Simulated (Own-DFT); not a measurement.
GaN (wurtzite, strained, atoms displaced) (calculated)

A calculation, not a measurement: plane-wave PBE density functional theory by an unreviewed code, no spin, of a simulated periodic cell, stress positive in tension, free energy of the whole cell less one offset for each atom, forces on such cells passed a denser k mesh, this cell's mesh not checked; offsets are fitted by least squares, one for each functional and potential file, so energies compare only between cells with the same atoms and settings and are not formation energies; the far tail of each file's local potential was reset to the Coulomb form; each entry is a single point on an unrelaxed cell, so the pressure reflects the starting lattice, mostly measured values (interpolated for alloys), from which strain is counted, and rises with the displacements; printed positions are rounded, which can move forces by about a meV/angstrom; the program, named Own-DFT, is a retired in-house code; no spin-orbit coupling. Program: Own-DFT development build.

Settings shared by all entries: functional PBE; potential files PseudoDojo norm-conserving, scalar-relativistic, standard set with the stringent files for Ga; wave cutoff 96 hartree; occupations Gaussian; smearing width 0.01 eV; k mesh 3 x 4 x 3 centred on Gamma.

(1) 
```cif
# cell vector a (Å): 12.7560 0.0000 0.0000
# cell vector b (Å): -4.7835 8.2853 0.0000
# cell vector c (Å): 0.0000 0.0000 10.1626
data_GaN
_symmetry_space_group_name_H-M 'P 1'
_symmetry_Int_Tables_number 1
_cell_length_a 12.7560
_cell_length_b 9.5670
_cell_length_c 10.1626
_cell_angle_alpha 90.000
_cell_angle_beta 90.000
_cell_angle_gamma 120.000
_cell_volume 1074.06
loop_
_atom_site_label
_atom_site_type_symbol
_atom_site_fract_x
_atom_site_fract_y
_atom_site_fract_z
_atom_site_occupancy
Ga1 Ga 0.08180 0.21877 0.99510 1
Ga2 Ga 0.15713 0.09971 0.24930 1
N1 N 0.08025 0.22451 0.20139 1
N2 N 0.16473 0.10724 0.43577 1
Ga3 Ga 0.07852 0.22370 0.50097 1
Ga4 Ga 0.17118 0.11762 0.75906 1
N3 N 0.08627 0.22325 0.68497 1
N4 N 0.16680 0.09954 0.94051 1
Ga5 Ga 0.07940 0.56329 0.00414 1
Ga6 Ga 0.16596 0.44807 0.24707 1
N5 N 0.08668 0.55293 0.18482 1
N6 N 0.16551 0.44198 0.44166 1
Ga7 Ga 0.08230 0.55467 0.50583 1
Ga8 Ga 0.16730 0.44000 0.75823 1
N7 N 0.08298 0.56117 0.68562 1
N8 N 0.16488 0.44946 0.94309 1
Ga9 Ga 0.08600 0.88487 0.99971 1
Ga10 Ga 0.16707 0.77908 0.25847 1
N9 N 0.08546 0.89082 0.18991 1
N10 N 0.17662 0.78517 0.43944 1
Ga11 Ga 0.08594 0.89222 0.49254 1
Ga12 Ga 0.16703 0.78511 0.74843 1
N11 N 0.08809 0.89429 0.68874 1
N12 N 0.17179 0.77685 0.94475 1
Ga13 Ga 0.34115 0.22819 0.00165 1
Ga14 Ga 0.42159 0.12156 0.25598 1
N13 N 0.33975 0.22314 0.18962 1
N14 N 0.41258 0.10741 0.43430 1
Ga15 Ga 0.33132 0.22242 0.49977 1
Ga16 Ga 0.41099 0.10397 0.75246 1
N15 N 0.32748 0.21419 0.68717 1
N16 N 0.41257 0.10986 0.93927 1
Ga17 Ga 0.33054 0.55994 0.99550 1
Ga18 Ga 0.42651 0.44723 0.25205 1
N17 N 0.33018 0.55579 0.18810 1
N18 N 0.41784 0.44991 0.44634 1
Ga19 Ga 0.33709 0.55490 0.49659 1
Ga20 Ga 0.41659 0.44143 0.74887 1
N19 N 0.33107 0.54844 0.68640 1
N20 N 0.41961 0.45013 0.94509 1
Ga21 Ga 0.32686 0.87498 0.00104 1
Ga22 Ga 0.41334 0.78113 0.25254 1
N21 N 0.33705 0.89600 0.18753 1
N22 N 0.41658 0.77605 0.44024 1
Ga23 Ga 0.33786 0.89281 0.49337 1
Ga24 Ga 0.41597 0.77382 0.75434 1
N23 N 0.33626 0.89589 0.69207 1
N24 N 0.41867 0.77477 0.94408 1
Ga25 Ga 0.58860 0.23282 0.99147 1
Ga26 Ga 0.67280 0.11943 0.24225 1
N25 N 0.57575 0.22348 0.17935 1
N26 N 0.67281 0.12049 0.43762 1
Ga27 Ga 0.58529 0.22354 0.50354 1
Ga28 Ga 0.65704 0.09845 0.75583 1
N27 N 0.58183 0.22302 0.67671 1
N28 N 0.65990 0.10300 0.94008 1
Ga29 Ga 0.58339 0.55499 0.99501 1
Ga30 Ga 0.67092 0.45419 0.24805 1
N29 N 0.58042 0.55170 0.18928 1
N30 N 0.66999 0.44356 0.44692 1
Ga31 Ga 0.58230 0.55282 0.50338 1
Ga32 Ga 0.66982 0.44561 0.75340 1
N31 N 0.58541 0.55353 0.67673 1
N32 N 0.66567 0.44258 0.93603 1
Ga33 Ga 0.58418 0.89286 0.99816 1
Ga34 Ga 0.66206 0.77475 0.25338 1
N33 N 0.58323 0.89598 0.18735 1
N34 N 0.67238 0.78858 0.45038 1
Ga35 Ga 0.58043 0.88354 0.49946 1
Ga36 Ga 0.66532 0.77704 0.75818 1
N35 N 0.58335 0.88507 0.70161 1
N36 N 0.66003 0.77586 0.94451 1
Ga37 Ga 0.83114 0.21551 0.01199 1
Ga38 Ga 0.92014 0.12300 0.24536 1
N37 N 0.83295 0.23277 0.19720 1
N38 N 0.91163 0.11110 0.43185 1
Ga39 Ga 0.83413 0.22692 0.50129 1
Ga40 Ga 0.91985 0.11775 0.74518 1
N39 N 0.82994 0.21687 0.68964 1
N40 N 0.92130 0.11551 0.92980 1
Ga41 Ga 0.83541 0.55585 0.00281 1
Ga42 Ga 0.91953 0.43934 0.25089 1
N41 N 0.82556 0.55678 0.20004 1
N42 N 0.91090 0.44074 0.43815 1
Ga43 Ga 0.83013 0.54558 0.50341 1
Ga44 Ga 0.91818 0.45042 0.74326 1
N43 N 0.82607 0.55184 0.68321 1
N44 N 0.91988 0.45044 0.93313 1
Ga45 Ga 0.82800 0.88454 0.00613 1
Ga46 Ga 0.91662 0.77163 0.25005 1
N45 N 0.83293 0.88554 0.18758 1
N46 N 0.91374 0.77822 0.43358 1
Ga47 Ga 0.83408 0.88752 0.50187 1
Ga48 Ga 0.91801 0.77324 0.74970 1
N47 N 0.82558 0.88451 0.68915 1
N48 N 0.91875 0.77730 0.94424 1
_calc_free_energy_of_cell_above_offsets '-2.951'  # eV
_calc_pressure 11.4  # GPa
_calc_stress_xx -8.48  # GPa
_calc_stress_yy -8.44  # GPa
_calc_stress_zz -17.29  # GPa
_calc_stress_yz 0.17  # GPa
_calc_stress_xz 0.28  # GPa
_calc_stress_xy -0.96  # GPa
```

Force:
| element | x (eV/Å) | y (eV/Å) | z (eV/Å) |
| --- | --- | --- | --- |
| Ga | 0.684 | 0.347 | 1.26 |
| Ga | 1.02 | 2.454 | -0.056 |
| N | 1.261 | 0.03 | -2.508 |
| N | -0.355 | 1.076 | 0.519 |
| Ga | 0.611 | -0.629 | -1.346 |
| Ga | -0.65 | -0.954 | -1.71 |
| N | -0.217 | -0.075 | 1.371 |
| N | -0.49 | 1.936 | 1.1 |
| Ga | 0.793 | -1.004 | -1.301 |
| Ga | 1.385 | -0.452 | 1.037 |
| N | -1.892 | 0.892 | 1.536 |
| N | -0.172 | 0.831 | -0.409 |
| Ga | 0.385 | 0.219 | -1.907 |
| Ga | -0.652 | 0.723 | -1.582 |
| N | 0.637 | -0.195 | 1.805 |
| N | -0.009 | -0.806 | 0.081 |
| Ga | -0.251 | -0.112 | 0.362 |
| Ga | 0.777 | 0.212 | -1.949 |
| N | -0.108 | -1.796 | -0.286 |
| N | -1.519 | -1.444 | 0.886 |
| Ga | -0.401 | -0.715 | 1.025 |
| Ga | 0.947 | -0.524 | 0.186 |
| N | -1.136 | -0.196 | -0.2 |
| N | -1.842 | -0.376 | -1.567 |
| Ga | -0.722 | -0.552 | 0.369 |
| Ga | 0.025 | -1.216 | -1.999 |
| N | -2.03 | 0.351 | 0.374 |
| N | 0.536 | 1.221 | 1.923 |
| Ga | -0.046 | -0.326 | -0.448 |
| Ga | 0.51 | 1.765 | -0.27 |
| N | 0.696 | 1.098 | 0.448 |
| N | 1.237 | -0.338 | -0.113 |
| Ga | 0.855 | -0.896 | 1.357 |
| Ga | -2.91 | -1.052 | 0.111 |
| N | 1.006 | 0.191 | 0.39 |
| N | 1.074 | -1.143 | -1.361 |
| Ga | -1.847 | 0.038 | 0.462 |
| Ga | 0.469 | -0.01 | -0.131 |
| N | -0.144 | 0.697 | 0.895 |
| N | -0.652 | -0.552 | -1.344 |
| Ga | 1.638 | 2.432 | 0.547 |
| Ga | 0.613 | -0.199 | -1.081 |
| N | -0.722 | -0.54 | 0.864 |
| N | 0.111 | 0.15 | 0.21 |
| Ga | 0.326 | 0.01 | 1.586 |
| Ga | -0.552 | -0.101 | -0.635 |
| N | 0.379 | -2.132 | -0.916 |
| N | -0.69 | 0.644 | -0.751 |
| Ga | -1.141 | -2.558 | 1.026 |
| Ga | -2.788 | -0.965 | 1.555 |
| N | 2.21 | 1.146 | 0.826 |
| N | -0.913 | -1.429 | -0.328 |
| Ga | -0.153 | -0.507 | -3.037 |
| Ga | 0.4 | 2.006 | -1.613 |
| N | 0.061 | -0.504 | 4.794 |
| N | 0.863 | 2.099 | 0.6 |
| Ga | -0.077 | 0.066 | 1.012 |
| Ga | -1.696 | -2.573 | 1.534 |
| N | 1.146 | 1.562 | -0.5 |
| N | -1.528 | 0.071 | -1.818 |
| Ga | 0.816 | 0.757 | -2.494 |
| Ga | -1.218 | -0.804 | -1.925 |
| N | -0.464 | 0.089 | 4.911 |
| N | 0.414 | 1.733 | 0.481 |
| Ga | -0.674 | -1.208 | 1.137 |
| Ga | 0.212 | 0.917 | 0.143 |
| N | 0.565 | -0.559 | 0.638 |
| N | -0.714 | -1.956 | -1.832 |
| Ga | 0.225 | 1.718 | 0.712 |
| Ga | 0.403 | -0.734 | -1.331 |
| N | -0.788 | -0.635 | -1.667 |
| N | 1.349 | 0.048 | -0.091 |
| Ga | 0.122 | 0.84 | -2.795 |
| Ga | -0.491 | -2.252 | 0.837 |
| N | 1.298 | -1.34 | -1.763 |
| N | 0.582 | 0.106 | 1.315 |
| Ga | 0.129 | -1.272 | 0.074 |
| Ga | -0.241 | -1.105 | -0.556 |
| N | -0.505 | 0.893 | 0.349 |
| N | -1.103 | -0.817 | 2.142 |
| Ga | -0.248 | -0.072 | 0.197 |
| Ga | -0.791 | 2.776 | 0.558 |
| N | 3.418 | -0.182 | -2.331 |
| N | 1.553 | 1.097 | 0.164 |
| Ga | -0.28 | 1.664 | -1.636 |
| Ga | -0.219 | -1.145 | 0.368 |
| N | 1.523 | 0.783 | 1.789 |
| N | -0.685 | -1.044 | 1.121 |
| Ga | 0.704 | 0.468 | -1.595 |
| Ga | -0.473 | 1.422 | -0.339 |
| N | -0.554 | 0.734 | 1.173 |
| N | 1.095 | -0.479 | 1.534 |
| Ga | 0.196 | 0.812 | -0.283 |
| Ga | -0.69 | 0.91 | -0.19 |
| N | 1.677 | 0.599 | 0.857 |
| N | -0.492 | -0.155 | -0.558 |

(2) 
```cif
# cell vector a (Å): 12.7560 0.0000 0.0000
# cell vector b (Å): -4.7835 8.2853 0.0000
# cell vector c (Å): 0.0000 0.0000 10.1626
data_GaN
_symmetry_space_group_name_H-M 'P 1'
_symmetry_Int_Tables_number 1
_cell_length_a 12.7560
_cell_length_b 9.5670
_cell_length_c 10.1626
_cell_angle_alpha 90.000
_cell_angle_beta 90.000
_cell_angle_gamma 120.000
_cell_volume 1074.06
loop_
_atom_site_label
_atom_site_type_symbol
_atom_site_fract_x
_atom_site_fract_y
_atom_site_fract_z
_atom_site_occupancy
Ga1 Ga 0.08355 0.22264 0.99962 1
Ga2 Ga 0.16591 0.11152 0.25680 1
N1 N 0.09419 0.22396 0.19507 1
N2 N 0.16159 0.10966 0.43699 1
Ga3 Ga 0.08165 0.22413 0.50286 1
Ga4 Ga 0.16095 0.09883 0.75344 1
N3 N 0.07366 0.21833 0.69620 1
N4 N 0.16460 0.11076 0.94354 1
Ga5 Ga 0.08133 0.55520 0.98966 1
Ga6 Ga 0.16533 0.44073 0.25002 1
N5 N 0.08655 0.55520 0.18527 1
N6 N 0.16725 0.44421 0.44195 1
Ga7 Ga 0.08643 0.56037 0.50894 1
Ga8 Ga 0.17423 0.44651 0.75763 1
N7 N 0.08849 0.55847 0.67807 1
N8 N 0.17529 0.44754 0.93450 1
Ga9 Ga 0.08017 0.88798 0.99649 1
Ga10 Ga 0.16746 0.76910 0.24376 1
N9 N 0.08657 0.89203 0.18731 1
N10 N 0.16941 0.78573 0.44598 1
Ga11 Ga 0.07978 0.88954 0.50220 1
Ga12 Ga 0.16024 0.76703 0.74815 1
N11 N 0.09029 0.89194 0.68514 1
N12 N 0.17382 0.78045 0.93890 1
Ga13 Ga 0.33099 0.21751 0.99303 1
Ga14 Ga 0.40966 0.10678 0.24997 1
N13 N 0.32986 0.21632 0.18162 1
N14 N 0.42092 0.11601 0.43821 1
Ga15 Ga 0.33532 0.21842 0.50511 1
Ga16 Ga 0.41807 0.11281 0.74972 1
N15 N 0.32829 0.21786 0.69926 1
N16 N 0.41856 0.10957 0.93944 1
Ga17 Ga 0.33147 0.54208 0.00165 1
Ga18 Ga 0.42073 0.44793 0.25380 1
N17 N 0.32942 0.54355 0.18869 1
N18 N 0.42167 0.45269 0.44682 1
Ga19 Ga 0.33300 0.54838 0.49536 1
Ga20 Ga 0.41385 0.44616 0.75337 1
N19 N 0.33033 0.55869 0.68965 1
N20 N 0.41571 0.44912 0.93877 1
Ga21 Ga 0.32768 0.88434 0.00281 1
Ga22 Ga 0.42527 0.78694 0.24950 1
N21 N 0.32753 0.87994 0.18033 1
N22 N 0.41589 0.78224 0.44358 1
Ga23 Ga 0.33556 0.89310 0.49996 1
Ga24 Ga 0.42293 0.78692 0.73420 1
N23 N 0.33589 0.89181 0.68190 1
N24 N 0.42070 0.78784 0.92174 1
Ga25 Ga 0.58465 0.22571 0.00264 1
Ga26 Ga 0.66772 0.12050 0.25129 1
N25 N 0.58790 0.22002 0.18932 1
N26 N 0.66689 0.10426 0.44160 1
Ga27 Ga 0.58676 0.21261 0.50483 1
Ga28 Ga 0.67267 0.11645 0.74353 1
N27 N 0.57870 0.21502 0.69411 1
N28 N 0.66862 0.11032 0.94578 1
Ga29 Ga 0.58151 0.55676 0.99804 1
Ga30 Ga 0.66106 0.43364 0.23777 1
N29 N 0.59449 0.56130 0.18497 1
N30 N 0.66982 0.44474 0.43394 1
Ga31 Ga 0.58330 0.55805 0.49982 1
Ga32 Ga 0.66883 0.45231 0.75336 1
N31 N 0.57782 0.55293 0.69254 1
N32 N 0.66622 0.43980 0.93040 1
Ga33 Ga 0.57578 0.88330 0.00603 1
Ga34 Ga 0.66921 0.77454 0.24200 1
N33 N 0.58421 0.89576 0.18094 1
N34 N 0.67250 0.77938 0.44748 1
Ga35 Ga 0.59055 0.89428 0.50374 1
Ga36 Ga 0.67053 0.78109 0.75472 1
N35 N 0.57678 0.89462 0.68838 1
N36 N 0.66226 0.77616 0.93761 1
Ga37 Ga 0.82841 0.21813 0.00551 1
Ga38 Ga 0.91847 0.10983 0.25694 1
N37 N 0.83285 0.22552 0.19945 1
N38 N 0.91630 0.11406 0.43993 1
Ga39 Ga 0.83139 0.22239 0.48978 1
Ga40 Ga 0.91760 0.11478 0.75233 1
N39 N 0.83387 0.22669 0.69766 1
N40 N 0.91551 0.10551 0.93608 1
Ga41 Ga 0.83459 0.55875 0.99724 1
Ga42 Ga 0.91475 0.43623 0.25740 1
N41 N 0.83663 0.56426 0.19166 1
N42 N 0.90883 0.43415 0.43545 1
Ga43 Ga 0.84189 0.56547 0.50041 1
Ga44 Ga 0.91043 0.43426 0.74937 1
N43 N 0.83779 0.55390 0.68713 1
N44 N 0.91618 0.45213 0.93856 1
Ga45 Ga 0.83149 0.88904 0.00689 1
Ga46 Ga 0.91293 0.77315 0.24792 1
N45 N 0.83765 0.89670 0.19450 1
N46 N 0.91669 0.78358 0.43665 1
Ga47 Ga 0.83740 0.89345 0.50210 1
Ga48 Ga 0.91846 0.78368 0.75210 1
N47 N 0.83601 0.89297 0.68139 1
N48 N 0.91315 0.77224 0.93996 1
_calc_free_energy_of_cell_above_offsets '-2.560'  # eV
_calc_pressure 11.61  # GPa
_calc_stress_xx -8.4  # GPa
_calc_stress_yy -8.63  # GPa
_calc_stress_zz -17.8  # GPa
_calc_stress_yz -0.32  # GPa
_calc_stress_xz 0.03  # GPa
_calc_stress_xy -0.45  # GPa
```

Force:
| element | x (eV/Å) | y (eV/Å) | z (eV/Å) |
| --- | --- | --- | --- |
| Ga | -0.196 | 0.029 | 0.521 |
| Ga | 1.317 | -0.902 | -1.55 |
| N | -2.776 | -0.234 | -1.297 |
| N | 0.842 | 0.62 | 2.081 |
| Ga | 0.238 | 0.119 | 0.401 |
| Ga | -0.479 | 1.805 | -0.027 |
| N | 2.49 | 0.94 | -0.862 |
| N | -0.062 | -0.399 | -0.803 |
| Ga | 0.81 | 0.086 | 1.189 |
| Ga | -0.081 | 0.602 | 0.413 |
| N | -0.655 | -1.334 | -0.177 |
| N | -0.472 | 0.013 | -0.383 |
| Ga | 0.008 | -0.183 | -4.727 |
| Ga | -1.207 | -0.477 | -2.725 |
| N | -0.642 | -1.564 | 5.248 |
| N | -2.007 | -0.886 | 2.101 |
| Ga | 0.815 | -0.139 | 0.918 |
| Ga | -1.37 | 0.877 | 1.438 |
| N | -0.342 | -0.784 | 0.244 |
| N | -0.366 | -0.95 | -1.536 |
| Ga | 0.7 | 0.14 | -1.371 |
| Ga | 1.499 | 1.588 | -0.134 |
| N | -1.321 | -1.283 | 1.273 |
| N | -2.6 | -0.945 | -0.998 |
| Ga | 0.57 | 0.351 | 0.263 |
| Ga | 0.536 | -0.067 | -0.64 |
| N | 0.51 | 1.074 | 1.321 |
| N | -0.049 | -0.204 | -0.065 |
| Ga | -0.853 | 0.385 | 0.046 |
| Ga | -0.374 | -1.128 | 0.439 |
| N | 0.058 | 0.597 | -0.951 |
| N | -0.441 | 0.244 | 0.37 |
| Ga | -0.694 | 2.923 | 0.037 |
| Ga | 0.102 | -0.875 | -0.56 |
| N | 0.651 | 1.694 | 0.593 |
| N | 0.207 | -1.825 | -1.298 |
| Ga | -1.271 | 1.53 | 1.011 |
| Ga | -0.276 | -0.026 | -0.925 |
| N | 1.367 | -0.178 | -0.851 |
| N | 1.515 | -1.404 | 0.289 |
| Ga | 2.451 | 0.85 | -2.421 |
| Ga | -1.243 | -1.392 | 0.434 |
| N | 1.315 | 0.966 | 2.641 |
| N | 1.349 | -0.527 | -1.051 |
| Ga | -0.444 | -0.073 | -0.528 |
| Ga | -2.464 | -1.606 | 1.608 |
| N | -1.127 | 0.026 | 1.431 |
| N | -0.444 | -1.285 | 2.354 |
| Ga | 0.267 | -1.169 | -1.281 |
| Ga | 1.079 | -1.676 | 0.233 |
| N | -2.186 | -0.427 | -0.313 |
| N | -0.234 | 0.734 | -0.768 |
| Ga | -1.203 | 1.894 | -0.35 |
| Ga | -1.473 | -0.882 | 2.067 |
| N | 0.952 | 1.643 | -0.627 |
| N | -0.568 | -0.049 | -0.946 |
| Ga | 0.459 | -0.461 | -0.774 |
| Ga | 1.261 | 1.77 | 2.23 |
| N | -1.699 | -0.969 | 0.036 |
| N | -0.196 | -0.351 | 0.581 |
| Ga | 1.767 | -0.228 | 0.447 |
| Ga | 0.065 | -0.952 | -2.628 |
| N | 0.743 | 0.751 | -0.123 |
| N | -0.302 | 0.915 | 2.883 |
| Ga | -0.267 | 0.604 | -3.584 |
| Ga | -0.618 | 1.349 | 1.811 |
| N | 1.123 | -0.279 | 3.237 |
| N | -0.887 | 0.115 | -1.707 |
| Ga | -0.472 | -1.855 | -0.563 |
| Ga | -0.948 | -0.068 | -1.571 |
| N | 4.182 | 0.979 | -0.332 |
| N | 0.85 | 0.473 | 1.243 |
| Ga | 0.798 | 0.593 | -0.23 |
| Ga | 0.368 | 1.134 | -1.118 |
| N | 0.931 | -1.194 | -1.24 |
| N | 0.233 | -0.115 | 0.771 |
| Ga | 0.55 | -0.411 | 1.905 |
| Ga | -1.101 | -0.862 | -0.4 |
| N | 0.804 | -1.522 | -2.293 |
| N | -0.331 | 0.663 | 1.775 |
| Ga | -0.493 | -0.811 | 0.972 |
| Ga | 0.085 | 2.491 | -2.184 |
| N | 0.127 | -2.401 | -1.038 |
| N | 0.884 | 2.129 | 1.96 |
| Ga | -1.225 | -1.158 | -0.852 |
| Ga | 0.83 | 2.367 | 0.204 |
| N | -0.93 | 0.886 | 0.571 |
| N | 0.846 | -1.399 | -0.015 |
| Ga | -0.036 | -0.119 | -0.958 |
| Ga | 1.119 | 1.583 | 0.303 |
| N | -0.264 | -0.734 | -0.541 |
| N | 0.547 | -0.24 | 0.339 |
| Ga | -0.262 | -0.152 | -1.429 |
| Ga | 0.305 | -0.591 | -0.832 |
| N | -0.195 | -0.201 | 2.584 |
| N | -0.379 | 1.418 | -0.239 |
